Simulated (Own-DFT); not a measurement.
GaP (zincblende, strained, atoms displaced), SiC (4H silicon carbide, atoms displaced), SiC (4H silicon carbide, strained, atoms displaced) (calculated)

Computed with Own-DFT development build. A calculation, not a measurement: plane-wave PBE density functional theory by an unreviewed code, no spin, of a simulated periodic cell, stress positive in tension, free energy of the whole cell less one offset for each atom, forces on such cells passed a denser k mesh, this cell's mesh not checked; offsets are fitted by least squares, one for each functional and potential file, so energies compare only between cells with the same atoms and settings and are not formation energies; the far tail of each file's local potential was reset to the Coulomb form; each entry is a single point on an unrelaxed cell, so the pressure reflects the starting lattice, mostly measured values (interpolated for alloys), from which strain is counted, and rises with the displacements; printed positions are rounded, which can move forces by about a meV/angstrom; the program, named Own-DFT, is a retired in-house code; no spin-orbit coupling.

Common to all runs: functional PBE; potential files PseudoDojo norm-conserving, scalar-relativistic, standard set; wave cutoff 42 hartree; occupations Fermi-Dirac; smearing width 0.1 eV; hardware one NVIDIA H100.

(1) GaP (zincblende, strained, atoms displaced)

```xyz
64
Lattice="10.8620 0.0000 0.0000 0.0000 10.8620 0.0000 0.0000 0.0000 10.9439" Properties=species:S:1:pos:R:3 GaP
Ga    10.7349    10.7782     0.0295
Ga    10.8409     2.7817     2.7559
Ga     2.7491     0.0250     2.7318
Ga     2.5456     2.7889     0.0671
P      1.3414     1.3041     1.3467
P      1.4041     4.1090     4.0805
P      4.0692     1.4521     4.0791
P      3.9521     4.1256     1.2886
Ga    10.8170     0.0224     5.5683
Ga     0.0314     2.7305     7.9894
Ga     2.6380    10.6940     8.2764
Ga     2.7550     2.6504     5.3797
P      1.5722     1.3068     6.8311
P      1.4185     4.0224     9.5222
P      4.0606     1.0739     9.6080
P      4.0628     3.9760     6.7177
Ga    10.8533     5.3336     0.1650
Ga     0.0381     8.1497     2.7816
Ga     2.7370     5.6461     2.7457
Ga     2.7832     8.1777    10.9203
P      1.3713     6.5502     1.2919
P      1.4367     9.4916     4.1263
P      4.0920     6.6488     4.0583
P      4.2371     9.5002     1.4120
Ga    10.8282     5.4899     5.4288
Ga     0.0713     8.0323     8.2965
Ga     2.7466     5.3445     8.1090
Ga     2.6450     8.2877     5.4695
P      1.3480     6.8788     6.9267
P      1.2634     9.4788     9.5977
P      4.0303     6.8350     9.5028
P      4.0352     9.6477     6.8716
Ga     5.4271    10.7418    10.8376
Ga     5.4260     2.6625     2.8941
Ga     8.2214     0.0707     2.6343
Ga     8.2064     2.5996     0.0490
P      6.8294     1.4043     1.3367
P      6.7425     4.0537     4.1920
P      9.4934     1.4188     4.1110
P      9.4813     3.9279     1.3223
Ga     5.3966     0.0113     5.3606
Ga     5.4131     2.7931     8.1668
Ga     8.1692    10.8544     8.1683
Ga     8.0562     2.6992     5.4019
P      6.9194     1.5621     6.9005
P      6.7479     4.0279     9.6575
P      9.5655     1.2746     9.4826
P      9.4497     4.0687     6.6841
Ga     5.5072     5.3987     0.0223
Ga     5.4356     8.0848     2.7082
Ga     8.1023     5.3561     2.7874
Ga     8.1455     8.1692     0.0447
P      6.7554     6.8250     1.4956
P      6.6399     9.5270     3.9728
P      9.5592     6.8081     4.1792
P      9.5414     9.4472     1.2882
Ga     5.3525     5.4515     5.6201
Ga     5.4101     7.9681     8.1582
Ga     8.0651     5.4361     8.1577
Ga     8.0776     8.0170     5.4086
P      6.8864     6.6988     6.7634
P      6.6502     9.4267     9.6676
P      9.4353     6.9114     9.5653
P      9.5221     9.5176     6.8033
```

Settings of this run: k mesh 3 x 3 x 3 centred on Gamma.

Results for GaP (zincblende, strained, atoms displaced): free energy of cell above offsets -29.050 eV; pressure 4.51 GPa; stress xx -4.89 GPa; stress yy -4.36 GPa; stress zz -4.27 GPa; stress yz 0.6 GPa; stress xz 0.14 GPa; stress xy -0.25 GPa; wall time 595 s.

Force:
| element | x (eV/Å) | y (eV/Å) | z (eV/Å) |
| --- | --- | --- | --- |
| Ga | 1.395 | 1.246 | -0.876 |
| Ga | 0.755 | -0.771 | 0.139 |
| Ga | 0.203 | -0.273 | -0.321 |
| Ga | 1.379 | -1.402 | -0.519 |
| P | -0.779 | 0.007 | 0.511 |
| P | -0.158 | 0.328 | 0.112 |
| P | -0.293 | -2.034 | -0.035 |
| P | 1.168 | -0.185 | 1.285 |
| Ga | 0.901 | 0.535 | -0.891 |
| Ga | 0.22 | -0.19 | 0.749 |
| Ga | 0.168 | 0.853 | 0.285 |
| Ga | -1.098 | 0.808 | 0.233 |
| P | -1.537 | 0.065 | -0.113 |
| P | -1.568 | 0.588 | -0.582 |
| P | -0.87 | 3.058 | -0.644 |
| P | -0.367 | 0.403 | 1.08 |
| Ga | -1.022 | -0.539 | -2.681 |
| Ga | 0.349 | -0.427 | -0.748 |
| Ga | -0.455 | -2.904 | -0.548 |
| Ga | -0.545 | 0.073 | 0.474 |
| P | 0.268 | 3.7 | 0.649 |
| P | -1.582 | 1.381 | -1.13 |
| P | 0.78 | 2.509 | 1.89 |
| P | -1.872 | -0.046 | -0.193 |
| Ga | 1.276 | -0.686 | 1.048 |
| Ga | -1.152 | 1.318 | -0.212 |
| Ga | -0.129 | 0.539 | 0.43 |
| Ga | 1.671 | -1.579 | 1.082 |
| P | 0.765 | -1.453 | -1.595 |
| P | 0.316 | -0.337 | 0.803 |
| P | 0.243 | -1.651 | 0.508 |
| P | 1.133 | -1.801 | -0.866 |
| Ga | 0.204 | 1.327 | 1.948 |
| Ga | 0.641 | 1.475 | -2.484 |
| Ga | -0.282 | -0.553 | 0.428 |
| Ga | -0.1 | -0.023 | -1.807 |
| P | -1.378 | -0.915 | 0.418 |
| P | -0.484 | 0.85 | -0.457 |
| P | 0.325 | -0.689 | -0.009 |
| P | -0.269 | 1.338 | 0.953 |
| Ga | 0.337 | 0.714 | 1.287 |
| Ga | -0.336 | -1.168 | 1.045 |
| Ga | -0.771 | -0.454 | 0.352 |
| Ga | 1.145 | 0.251 | -0.225 |
| P | -1.477 | -2.188 | 0.013 |
| P | 0.933 | 0.031 | -0.764 |
| P | -0.051 | 0.915 | 0.351 |
| P | 0.245 | 0.376 | 0.834 |
| Ga | -1.089 | 0.766 | 0.229 |
| Ga | -1.025 | -0.006 | 1.027 |
| Ga | 0.477 | 0.203 | -0.095 |
| Ga | -1.004 | -0.328 | -0.185 |
| P | 1.395 | -1.271 | -1.493 |
| P | 1.932 | -0.08 | 0.8 |
| P | -0.827 | -0.046 | -1.825 |
| P | -0.536 | -0.306 | 2.025 |
| Ga | 0.513 | -0.304 | -1.344 |
| Ga | 0.393 | 1.589 | -0.551 |
| Ga | 1.247 | -1.091 | 1.321 |
| Ga | 0.321 | 2.289 | -0.382 |
| P | -1.702 | 0.756 | 0.522 |
| P | 2.237 | -1.054 | -2.262 |
| P | 0.061 | -2.094 | 0.486 |
| P | -0.639 | -1.445 | 0.52 |

(2) SiC (4H silicon carbide, atoms displaced)

```xyz
32
Lattice="6.1654 0.0000 0.0000 -3.0827 5.3394 0.0000 0.0000 0.0000 10.0681" Properties=species:S:1:pos:R:3 SiC
Si     3.0776     5.2051     4.0048
Si     0.0570     1.7063     1.5044
C      3.0616     5.2786     0.9434
C      0.0807     1.8694     3.4900
Si     4.5094     2.8171     4.1910
Si    -1.5242     4.3778     1.4715
C      4.5333     2.6226     0.8133
C     -1.7121     4.5155     3.5969
Si     3.1932     0.0729     4.0256
Si     3.2645     1.5720     1.5720
C      3.2066     0.0838     0.8577
C      3.2996     1.6831     3.4452
Si     1.6058     2.7003     4.1116
Si     1.6729     4.4888     1.5211
C      1.7457     2.6418     0.7868
C      1.4937     4.2661     3.5813
Si    -0.0185     0.1191     9.1995
Si     3.1570     3.4700     6.4514
C      3.0929     5.3166     6.0522
C      3.1642     3.4910     8.4845
Si    -1.4884     2.6455     9.1750
Si     4.7191     0.9081     6.5563
C     -1.4232     2.8007     5.8966
C      4.6772     0.8610     8.4718
Si     3.1475     0.0874     9.1725
Si    -0.1406     3.6092     6.3907
C      0.1443     5.1378     5.9853
C      0.1064     3.4049     8.5724
Si     1.6130     2.6062     9.2822
Si     1.5118     0.8907     6.5102
C      1.4758     2.8539     5.8830
C      1.5221     0.9190     8.5383
```

It was run with k mesh 5 x 5 x 3 centred on Gamma.

Results for SiC (4H silicon carbide, atoms displaced): free energy of cell above offsets 8.056 eV; pressure 14.51 GPa; stress xx -12.19 GPa; stress yy -15.67 GPa; stress zz -15.65 GPa; stress yz 0.26 GPa; stress xz -0.13 GPa; stress xy -1.96 GPa; wall time 131.7 s.

Force:
| element | x (eV/Å) | y (eV/Å) | z (eV/Å) |
| --- | --- | --- | --- |
| Si | -6.309 | 6.686 | 3.647 |
| Si | 0.578 | 2.704 | 1.57 |
| C | 3.441 | 2.043 | -0.135 |
| C | -1.78 | -1.774 | -1.296 |
| Si | 3.852 | -2.38 | -4.414 |
| Si | 0.219 | 0.351 | 1.29 |
| C | 3.047 | -0.059 | 4.699 |
| C | 8.545 | -2.673 | -4.896 |
| Si | -1.761 | -4.226 | 2.95 |
| Si | -2.137 | 6.922 | 1.353 |
| C | -0.962 | -6.247 | 1.984 |
| C | -2.146 | 2.882 | -0.442 |
| Si | -0.694 | -5.612 | -0.461 |
| Si | -3.553 | -4.198 | 1.548 |
| C | -1.085 | -0.352 | 11.35 |
| C | 1.144 | 6.397 | -5.072 |
| Si | 1.444 | -3.472 | -3.36 |
| Si | -2.507 | 2.412 | 4.882 |
| C | 0.718 | -0.447 | -2.783 |
| C | -0.511 | 0.841 | -0.37 |
| Si | 0.082 | 0.708 | -4.897 |
| Si | -1.081 | -0.976 | 1.488 |
| C | -6.587 | -6.151 | 0.063 |
| C | -0.993 | 1.369 | -0.132 |
| Si | -1.111 | -2.655 | -4.439 |
| Si | 7.219 | -2.584 | 7.808 |
| C | -0.864 | 10.65 | -2.763 |
| C | -1.404 | 2.733 | -0.854 |
| Si | 0.32 | 1.217 | -10.92 |
| Si | 1.462 | 0.809 | 1.965 |
| C | 2.127 | -4.001 | 1.221 |
| C | 1.286 | -0.912 | -0.592 |

(3) SiC (4H silicon carbide, strained, atoms displaced)

```xyz
72
Lattice="9.0939 0.1302 -0.0203 -4.4342 7.8333 0.0187 -0.0220 0.0108 10.0767" Properties=species:S:1:pos:R:3 SiC
Si    -0.0031     0.0122     4.1375
Si    -0.0125     1.8412     1.5441
C      9.0652     0.1456     0.9063
C     -0.0240     1.7238     3.4335
Si    -1.4472     2.6224     4.1571
Si    -1.4794     4.4739     1.5399
C      7.5592     2.7103     0.9424
C     -1.5688     4.4307     3.5386
Si    -2.8929     5.1798     4.1435
Si    -2.8961     6.9706     1.5260
C      6.1319     5.3005     0.9045
C     -2.8949     6.9391     3.5225
Si     3.0543     0.0781     4.0689
Si     3.0246     1.8477     1.5555
C     -1.4618     7.8357     0.8823
C      3.0383     1.8119     3.4977
Si     1.4891     2.6115     4.0900
Si     1.6170     4.3859     1.5622
C      1.5648     2.6488     0.9794
C      1.5394     4.3585     3.4124
Si     0.0679     5.2716     4.1229
Si     0.1537     6.9883     1.5447
C      0.0568     5.3409     0.9918
C      0.0829     6.9212     3.4885
Si     1.5617     7.9210     4.0781
Si     6.1166     1.8407     1.5717
C      1.5530     7.8308     0.9199
C      6.0886     1.9009     3.5487
Si     4.5266     2.7093     4.1577
Si     4.5987     4.4586     1.5106
C      4.6728     2.7897     0.9870
C      4.7076     4.4255     3.4764
Si     3.1294     5.3714     4.0787
Si     3.1566     7.0806     1.5157
C      3.1998     5.2980     0.9169
C      3.1691     7.1001     3.5137
Si    -0.0272     0.1089     9.0916
Si     4.6659     6.0869     6.5301
C      4.6720     7.9055     6.0037
C      4.6481     6.1701     8.5387
Si    -2.9308     5.2569     9.1223
Si     6.1514     3.6537     6.5568
C      6.1517     5.3099     5.9535
C      6.1649     3.6777     8.5239
Si    -1.3927     2.7320     9.1366
Si     7.4921     0.9975     6.6392
C      7.6135     2.6692     5.9117
C      7.5748     1.0043     8.4709
Si     6.0295     0.1905     9.1817
Si     1.5678     6.1181     6.6365
C      6.0491     0.1431     6.0310
C      1.6765     6.1433     8.5442
Si     3.1663     5.3389     9.1539
Si     3.1058     3.5303     6.6826
C      3.1997     5.3137     6.0460
C      3.0478     3.5874     8.4689
Si     4.5122     2.6973     9.0767
Si     4.5729     0.9897     6.5461
C      4.5482     2.7448     6.0577
C      4.4914     0.9485     8.5386
Si    -1.4492     7.7963     9.2296
Si    -1.4112     6.0771     6.6543
C      3.0062     0.0671     5.9949
C     -1.4731     6.2422     8.5336
Si     0.0041     5.3063     9.1686
Si    -0.0476     3.4555     6.5400
C      0.0370     5.2475     5.9148
C      0.0043     3.5171     8.4975
Si     1.5125     2.6654     9.1909
Si     1.5941     0.9241     6.6025
C      1.5065     2.6965     5.9950
C      1.5807     0.9075     8.5166
```

Settings of this run: k mesh 4 x 4 x 3 centred on Gamma.

The calculation gives: free energy of cell above offsets -4.002 eV; pressure 13.08 GPa; stress xx -17.8 GPa; stress yy -14.91 GPa; stress zz -6.53 GPa; stress yz 0.6 GPa; stress xz -0.2 GPa; stress xy 7.33 GPa; wall time 335.3 s.

Force:
| element | x (eV/Å) | y (eV/Å) | z (eV/Å) |
| --- | --- | --- | --- |
| Si | 0.821 | -0.697 | -0.174 |
| Si | 0.507 | -2.294 | 1.14 |
| C | 0.783 | 0.996 | -0.453 |
| C | 0.873 | 0.799 | 0.207 |
| Si | -1.249 | 0.307 | -2.414 |
| Si | 0.577 | -2.511 | 2.385 |
| C | 1.494 | 2.293 | -0.988 |
| C | 6.553 | -3.386 | -2.691 |
| Si | -4.521 | 2.935 | 0.392 |
| Si | -1.805 | -0.671 | 1.99 |
| C | -0.572 | 2.171 | -0.656 |
| C | -0.338 | 1.05 | -1.115 |
| Si | -1.013 | -1.498 | 0.719 |
| Si | 2.666 | -1.528 | 0.837 |
| C | 1.971 | 1.303 | 3.402 |
| C | 0.267 | -0.123 | -1.046 |
| Si | 0.236 | 0.681 | 0.279 |
| Si | -0.173 | 1.411 | 0.17 |
| C | -1.51 | 0.978 | -1.228 |
| C | 0.888 | 0.89 | 1.171 |
| Si | -0.747 | -1.784 | -1.577 |
| Si | -2.64 | 1.411 | 2.069 |
| C | 0.585 | -3.186 | -1.581 |
| C | 0.719 | 3.014 | -1.179 |
| Si | 1.344 | 0.278 | 0.927 |
| Si | -1.11 | -0.552 | 1.404 |
| C | 2.429 | 2.551 | 1.056 |
| C | -0.369 | -1.442 | -1.36 |
| Si | 0.838 | 0.695 | -0.636 |
| Si | 2.455 | 0.33 | 2.917 |
| C | -2.419 | -3.118 | -2.004 |
| C | -2.193 | 0.931 | -0.424 |
| Si | 0.34 | -2.036 | 0.494 |
| Si | -0.141 | -0.482 | 1.564 |
| C | -2.999 | 0.801 | 0.281 |
| C | -1.318 | -0.01 | -1.601 |
| Si | 1.256 | -2.573 | 0.267 |
| Si | 0.337 | 3.536 | 2.968 |
| C | -0.194 | 1.084 | 0.405 |
| C | 0.09 | 1.923 | -1.498 |
| Si | -0.741 | 0.023 | 0.741 |
| Si | -0.672 | -2.101 | 1.9 |
| C | 1.601 | 0.911 | 0.14 |
| C | -0.958 | -1.53 | -1.617 |
| Si | -3.562 | -2.902 | 0.833 |
| Si | 2.72 | -1.286 | -0.512 |
| C | -0.736 | 1.005 | 1.662 |
| C | -1.097 | 1.765 | 0.84 |
| Si | 0.363 | -1.778 | -2.181 |
| Si | 1.314 | 0.904 | 0.444 |
| C | -0.582 | -2.384 | -1.811 |
| C | -2.814 | 1.227 | -0.129 |
| Si | -0.257 | -0.746 | -0.726 |
| Si | -2.322 | 1.559 | -1.34 |
| C | -3.664 | -1.392 | -2.045 |
| C | -0.687 | -0.241 | 2.166 |
| Si | 1.92 | 0.679 | 1.337 |
| Si | -1.619 | -0.812 | 2.382 |
| C | 1.843 | -0.647 | -1.48 |
| C | 0.18 | -0.171 | -0.782 |
| Si | 0.883 | 4.372 | -2.281 |
| Si | -1.038 | 1.914 | -0.624 |
| C | 2.21 | -1.061 | -1.117 |
| C | 0.777 | -4.265 | -1.508 |
| Si | 2.01 | 0.157 | -0.522 |
| Si | 1.437 | 0.998 | 1.511 |
| C | 0.819 | -0.373 | 2.261 |
| C | 1.887 | 1.714 | -0.637 |
| Si | 1.194 | -0.08 | -1.631 |
| Si | -2.728 | -0.096 | 0.875 |
| C | 1.134 | -0.654 | -0.466 |
| C | -1.535 | 0.814 | -0.103 |

(4) SiC (4H silicon carbide, atoms displaced)

```xyz
32
Lattice="6.1654 0.0000 0.0000 -3.0827 5.3394 0.0000 0.0000 0.0000 10.0681" Properties=species:S:1:pos:R:3 SiC
Si    -0.0224     0.0560     4.1010
Si    -0.0071     1.7550     1.3917
C      6.0412     0.0725     0.8177
C      0.0393     1.8551     3.2809
Si     4.5272     2.5609     3.9960
Si    -1.4761     4.5310     1.5292
C      4.6212     2.6652     0.8412
C     -1.5837     4.1861     3.4073
Si     0.1056     5.2482     4.1326
Si     2.9716     1.8760     1.5501
C      0.0398     5.2297     0.9905
C      3.1650     1.7585     3.4247
Si     1.5930     2.5902     4.1145
Si     1.4461     4.4824     1.5959
C      1.5820     2.4995     0.7577
C      1.4291     4.7777     3.4548
Si    -2.9374     5.3381     9.1304
Si     3.0285     3.5734     6.6461
C      6.0740     0.1093     5.9387
C      2.9820     3.5990     8.4771
Si    -1.4639     2.6878     9.0947
Si     4.6786     0.6756     6.6906
C      4.6004     2.6310     5.9561
C      4.4358     0.8168     8.5522
Si     2.9952     0.0659     9.2185
Si     0.0659     3.7226     6.5635
C      3.0817     0.1483     5.9245
C     -0.1281     3.7603     8.5105
Si     1.6137     2.7987     9.1058
Si     1.5213     0.7936     6.4937
C      1.5739     2.7865     5.8405
C      1.5937     0.8300     8.6198
```

Here we set k mesh 5 x 5 x 3 centred on Gamma.

The calculation gives: free energy of cell above offsets 5.347 eV; pressure 11.83 GPa; stress xx -17.81 GPa; stress yy -5.81 GPa; stress zz -11.86 GPa; stress yz -0.02 GPa; stress xz 2.56 GPa; stress xy -0.31 GPa; wall time 127.1 s.

Force:
| element | x (eV/Å) | y (eV/Å) | z (eV/Å) |
| --- | --- | --- | --- |
| Si | 0.886 | -0.324 | -2.636 |
| Si | -0.499 | 1.078 | 1.597 |
| C | 1.571 | -2.709 | 2.388 |
| C | 0.582 | -1.223 | 1.944 |
| Si | 4.586 | 0.498 | 3.185 |
| Si | -3.182 | -2.623 | 0.975 |
| C | -0.724 | 1.054 | 1.128 |
| C | 0.085 | 6.304 | 0.133 |
| Si | -9.492 | 3.214 | 1.156 |
| Si | 4.498 | -2.573 | 0.633 |
| C | -2.204 | 3.832 | -1.504 |
| C | -5.492 | -1.755 | -1.144 |
| Si | -0.691 | 1.214 | -3.631 |
| Si | 3.559 | -1.043 | 0.408 |
| C | -2.494 | 3.306 | 2.854 |
| C | 9.079 | -6.379 | -3.666 |
| Si | -4.62 | -0.563 | -0.728 |
| Si | 2.32 | -0.772 | -1.884 |
| C | 3.876 | -3.184 | -0.464 |
| C | 3.801 | 1.082 | -0.741 |
| Si | -2.652 | -1.206 | -1.191 |
| Si | -4.008 | 6.278 | 1.449 |
| C | 0.676 | 0.556 | 0.592 |
| C | 4.911 | 1.898 | -1.296 |
| Si | 2.365 | -1.585 | 1.114 |
| Si | -2.675 | -2.65 | 0.054 |
| C | 0.573 | -2.367 | 0.135 |
| C | 2.76 | -3.182 | -1.508 |
| Si | -3.788 | -2.053 | -1.484 |
| Si | -0.242 | 2.975 | 2.463 |
| C | -1.126 | -1.263 | 3.759 |
| C | -2.239 | 4.166 | -4.089 |
